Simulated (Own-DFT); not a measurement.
# What a defect does to the pressure of its cell: zincblende GaAs

Everything here is calculated. The program is Own-DFT (plane waves, in-house, since retired, never reviewed by a person); positions were held fixed, and spin and spin-orbit coupling were off.

Common settings: PBE; PseudoDojo norm-conserving scalar-relativistic files; cutoff 42 hartree; 3 x 3 x 3 k mesh centred on Gamma; Fermi-Dirac smearing of 0.1 eV.

Caveats (not all hold for every row): not probed for a lower state with spin; forces not confirmed at this smearing and k mesh; stress not checked against mesh or cutoff.

All runs share one cell, with vectors in Å (10.862, 0.000, 0.000); (0.000, 10.862, 0.000); (0.000, 0.000, 11.796) and a volume of 1391.7 Å³, strained against the parent crystal. The atoms are randomly displaced, by u rms on each axis. The defect's site can differ from row to row.

```
cell,formula,u (Å),P (GPa)
no defect,As32Ga32,0.0279,6.67
no defect,As32Ga32,0.0489,7.05
no defect,As32Ga32,0.0491,6.98
one As vacancy and one Ga vacancy,As31Ga31,0.0292,5.95
one As vacancy and one Ga vacancy,As31Ga31,0.0296,5.96
one As vacancy and one Ga vacancy,As31Ga31,0.0499,6.46
one As vacancy and one Ga vacancy,As31Ga31,0.0524,?
one In on a Ga site,As32Ga31In,0.0289,7.40
one In on a Ga site,As32Ga31In,0.0292,7.39
one In on a Ga site,As32Ga31In,0.0299,7.38
one P on an As site,As31Ga32P,0.0293,6.37
one P on an As site,As31Ga32P,0.0442,6.64
one P on an As site,As31Ga32P,0.0525,6.80
one Al on a Ga site,AlAs32Ga31,0.0282,6.62
one Al on a Ga site,AlAs32Ga31,0.0303,6.64
one Al on a Ga site,AlAs32Ga31,0.0458,6.92
```

## What the rows give

P = P0 + c u² + a shift for each defect gives P0 = 6.44 GPa, c = 248 ± 16 GPa/Å² and a scatter of 0.04 GPa. The shifts, and each times the cell's volume:

- one In on a Ga site: 0.74 ± 0.04 GPa, 6.4 eV
- one Al on a Ga site: -0.03 ± 0.03 GPa, -0.3 eV (not resolved)
- one P on an As site: -0.30 ± 0.03 GPa, -2.6 eV
- one As vacancy and one Ga vacancy: -0.67 ± 0.03 GPa, -5.8 eV

Positive is outwards. The product with the volume (160.2 GPa Å³ to the eV) is nearly free of the cell's size; divided by the bulk modulus at the cell's pressure it gives the volume that the defect adds. The atoms around the defects weren't relaxed, which would change these numbers.

## The run left out

Question: what pressure belongs in the blank (one As vacancy and one Ga vacancy, u = 0.0524 Å)?

The fitted form gives 6.46 ± 0.05 GPa. Computed: 6.35 GPa.
